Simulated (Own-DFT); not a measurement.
GaN (wurtzite, strained, atoms displaced) (calculated)

All values are calculated (Own-DFT development build). A calculation, not a measurement: plane-wave PBE density functional theory by an unreviewed code, no spin, of a simulated periodic cell, stress positive in tension, free energy of the whole cell less one offset for each atom, forces on such cells passed a denser k mesh, this cell's mesh not checked; offsets are fitted by least squares, one for each functional and potential file, so energies compare only between cells with the same atoms and settings and are not formation energies; the far tail of each file's local potential was reset to the Coulomb form; each entry is a single point on an unrelaxed cell, so the pressure reflects the starting lattice, mostly measured values (interpolated for alloys), from which strain is counted, and rises with the displacements; printed positions are rounded, which can move forces by about a meV/angstrom; the program, named Own-DFT, is a retired in-house code; no spin-orbit coupling.

### GaN (wurtzite, strained, atoms displaced)

```
CELL_PARAMETERS angstrom
12.75600 0.00000 0.00000
-4.78350 8.28530 0.00000
0.00000 0.00000 10.47370
ATOMIC_POSITIONS crystal
Ga 0.07475 0.21947 0.00687
Ga 0.16252 0.11181 0.24876
N 0.08200 0.21691 0.18983
N 0.16119 0.10682 0.43853
Ga 0.08147 0.22329 0.50593
Ga 0.16144 0.09768 0.75035
N 0.08700 0.23023 0.68114
N 0.16202 0.11322 0.93905
Ga 0.08342 0.55351 0.00319
Ga 0.17622 0.44919 0.24878
N 0.08210 0.54589 0.18587
N 0.16717 0.44548 0.44647
Ga 0.08336 0.55633 0.49797
Ga 0.16634 0.43877 0.75066
N 0.08792 0.55641 0.68300
N 0.17013 0.44877 0.94184
Ga 0.08607 0.89321 0.99766
Ga 0.16404 0.77076 0.25606
N 0.08650 0.89933 0.19301
N 0.16753 0.77657 0.43620
Ga 0.07637 0.87531 0.50188
Ga 0.16883 0.77704 0.75868
N 0.07779 0.87917 0.69595
N 0.15945 0.78352 0.93775
Ga 0.32977 0.22573 0.99929
Ga 0.41785 0.11196 0.24137
N 0.33055 0.21479 0.19301
N 0.41174 0.10724 0.43605
Ga 0.34182 0.22568 0.49635
Ga 0.41510 0.11237 0.74230
N 0.33284 0.22233 0.68535
N 0.41483 0.10842 0.93534
Ga 0.33044 0.56014 0.99612
Ga 0.41439 0.44673 0.24756
N 0.33490 0.56384 0.18975
N 0.41751 0.44009 0.43788
Ga 0.33610 0.54956 0.50272
Ga 0.41908 0.44300 0.75334
N 0.33870 0.56097 0.68891
N 0.42356 0.45172 0.95320
Ga 0.32911 0.88476 0.00366
Ga 0.41068 0.78593 0.24751
N 0.33836 0.88033 0.18748
N 0.41423 0.77378 0.43917
Ga 0.33977 0.89005 0.50343
Ga 0.41069 0.77380 0.74698
N 0.33380 0.89346 0.68916
N 0.40949 0.77841 0.93574
Ga 0.58583 0.23177 0.00282
Ga 0.66898 0.12150 0.25371
N 0.57974 0.22177 0.18456
N 0.66353 0.11244 0.44494
Ga 0.58917 0.22191 0.50200
Ga 0.66392 0.10517 0.74342
N 0.57827 0.21625 0.69282
N 0.66667 0.11804 0.93675
Ga 0.57925 0.55872 0.00265
Ga 0.66534 0.44475 0.24905
N 0.57529 0.54519 0.19397
N 0.67126 0.44941 0.43676
Ga 0.58711 0.55385 0.50016
Ga 0.66771 0.44521 0.74622
N 0.58596 0.56493 0.69292
N 0.67174 0.44428 0.93373
Ga 0.57624 0.87965 0.99973
Ga 0.66966 0.77519 0.25677
N 0.58645 0.89318 0.18702
N 0.65975 0.77831 0.44133
Ga 0.58851 0.89905 0.50387
Ga 0.66568 0.78181 0.74588
N 0.58979 0.88939 0.68132
N 0.67656 0.79411 0.93484
Ga 0.82860 0.21304 0.00447
Ga 0.90847 0.09977 0.25127
N 0.83022 0.21405 0.19908
N 0.91950 0.11351 0.44220
Ga 0.83955 0.22875 0.49873
Ga 0.91162 0.10876 0.74281
N 0.83227 0.22132 0.68929
N 0.91248 0.10555 0.93325
Ga 0.83618 0.55901 0.01211
Ga 0.92020 0.45062 0.26016
N 0.82496 0.54691 0.18270
N 0.91678 0.44083 0.43801
Ga 0.83549 0.55697 0.50541
Ga 0.91743 0.43792 0.74614
N 0.83642 0.56239 0.69104
N 0.91621 0.43469 0.93257
Ga 0.83010 0.87722 0.99725
Ga 0.92244 0.77238 0.25548
N 0.83285 0.88769 0.18353
N 0.91574 0.78132 0.43878
Ga 0.82881 0.88445 0.50649
Ga 0.92058 0.77890 0.75521
N 0.83404 0.88385 0.68796
N 0.91098 0.77260 0.94722
```

- functional: PBE
- potential files: PseudoDojo norm-conserving, scalar-relativistic, standard set with the stringent files for Ga
- wave cutoff: 96 hartree
- occupations: Gaussian
- smearing width: 0.01 eV
- k mesh: 3 x 4 x 3 centred on Gamma
- free energy of cell above offsets: -5.449 eV
- pressure: 4.89 GPa
- stress xx: -6.36 GPa
- stress yy: -5.26 GPa
- stress zz: -3.05 GPa
- stress yz: -0.07 GPa
- stress xz: 0.02 GPa
- stress xy: 0.8 GPa

Force:
| element | x (eV/Å) | y (eV/Å) | z (eV/Å) |
| --- | --- | --- | --- |
| Ga | 0.25 | 0.083 | -0.948 |
| Ga | 0.964 | 0.367 | 1.585 |
| N | -1.201 | 1.066 | 0.032 |
| N | 0.631 | 0.046 | 0.54 |
| Ga | 1.152 | -0.199 | -1.887 |
| Ga | -0.271 | 1.854 | -0.277 |
| N | -0.054 | -1.797 | 2.304 |
| N | 0.22 | 0.3 | -0.353 |
| Ga | -0.945 | -0.125 | -0.998 |
| Ga | -1.266 | -1.389 | 1.172 |
| N | -0.466 | 0.978 | 0.905 |
| N | 0.379 | -0.003 | -1.452 |
| Ga | 0.889 | 0.133 | 0.449 |
| Ga | 0.035 | 1.007 | 0.117 |
| N | -0.486 | 0.063 | 0.957 |
| N | -0.727 | -0.964 | -0.728 |
| Ga | -1.769 | 0.273 | 1.402 |
| Ga | 0.134 | 0.888 | -1.265 |
| N | 0.796 | -2.533 | -1.047 |
| N | -0.157 | -0.052 | 0.845 |
| Ga | 0.705 | 2.04 | 0.106 |
| Ga | -0.182 | -0.496 | -1.448 |
| N | 1.199 | 0.478 | -1.201 |
| N | 2.112 | -1.32 | 0.8 |
| Ga | 0.858 | -0.799 | 0.444 |
| Ga | -0.443 | -0.771 | 1.221 |
| N | -0.703 | 0.985 | -1.008 |
| N | 1.862 | 0.118 | -0.365 |
| Ga | -2.069 | -1.114 | 0.161 |
| Ga | -0.21 | -0.024 | 1.69 |
| N | -0.423 | 0.132 | 0.404 |
| N | -0.519 | 0.398 | 0.441 |
| Ga | 1.077 | -0.125 | 0.992 |
| Ga | -0.373 | -0.851 | 0.576 |
| N | 0.702 | -0.305 | -0.776 |
| N | 0.242 | 0.894 | -0.227 |
| Ga | -0.544 | 0.564 | -0.277 |
| Ga | -0.299 | 0.216 | 0.204 |
| N | -0.051 | -1.332 | 0.387 |
| N | -2.403 | -0.987 | -2.169 |
| Ga | -0.405 | 1.12 | -0.696 |
| Ga | 5.335 | -1.944 | 2.301 |
| N | -5.112 | 2.494 | -1.291 |
| N | 0.628 | 0.386 | -0.006 |
| Ga | -0.931 | -0.265 | -0.491 |
| Ga | 0.751 | 1.122 | 0.27 |
| N | -0.045 | -0.846 | -0.162 |
| N | 0.909 | -0.193 | -0.428 |
| Ga | -0.028 | -1.107 | -1.465 |
| Ga | -0.448 | -1.603 | -0.287 |
| N | 0.806 | 0.542 | 0.892 |
| N | 1.643 | 0.569 | -1.196 |
| Ga | -2.3 | 0.595 | 0.294 |
| Ga | -0.126 | 0.779 | 1.74 |
| N | 0.853 | 1.087 | -1.325 |
| N | -0.129 | -1.287 | -0.12 |
| Ga | 2.939 | 1.098 | 0.202 |
| Ga | -0.548 | -0.559 | 0.285 |
| N | 1.029 | 1.598 | -0.721 |
| N | 0.296 | -0.664 | 0.305 |
| Ga | -1.112 | 0.322 | 0.332 |
| Ga | 0.022 | 0.027 | 0.924 |
| N | 0.349 | -1.557 | -0.864 |
| N | -1.027 | 1.086 | 0.718 |
| Ga | 0.37 | 1.856 | 0.161 |
| Ga | -1.082 | 0.257 | -0.992 |
| N | -0.339 | -0.455 | 0.602 |
| N | 1.479 | -0.151 | -0.037 |
| Ga | -0.994 | -1.602 | -1.332 |
| Ga | 1.122 | -0.035 | 1.145 |
| N | -1.827 | 0.018 | 1.234 |
| N | -2.177 | -2.301 | -0.335 |
| Ga | -0.042 | 0.328 | -0.342 |
| Ga | 1.07 | 0.745 | 0.619 |
| N | 0.042 | 1.711 | -0.954 |
| N | -0.875 | -0.982 | -0.355 |
| Ga | -0.373 | -1.532 | 0.471 |
| Ga | 1.192 | 0.117 | 0.973 |
| N | -0.353 | -0.115 | -1.256 |
| N | 0.323 | 0.084 | 0.349 |
| Ga | 0.351 | -1.357 | -3.659 |
| Ga | -0.105 | -1.361 | -2.091 |
| N | 1.465 | 0.731 | 3.178 |
| N | -0.543 | 1.365 | 0.753 |
| Ga | -0.163 | 0.198 | -0.178 |
| Ga | -0.15 | 1.148 | 0.835 |
| N | 0.376 | -1.108 | -0.534 |
| N | -0.113 | 0.908 | 1.235 |
| Ga | -0.088 | 2.091 | 0.861 |
| Ga | -1.406 | 0.718 | -1.055 |
| N | 0.575 | -1.193 | 0.953 |
| N | -0.112 | -1.208 | 0.119 |
| Ga | -0.002 | 0.668 | -0.95 |
| Ga | -1.378 | -0.728 | 0.914 |
| N | -0.09 | 0.379 | 0.392 |
| N | 1.851 | 0.308 | -1.247 |
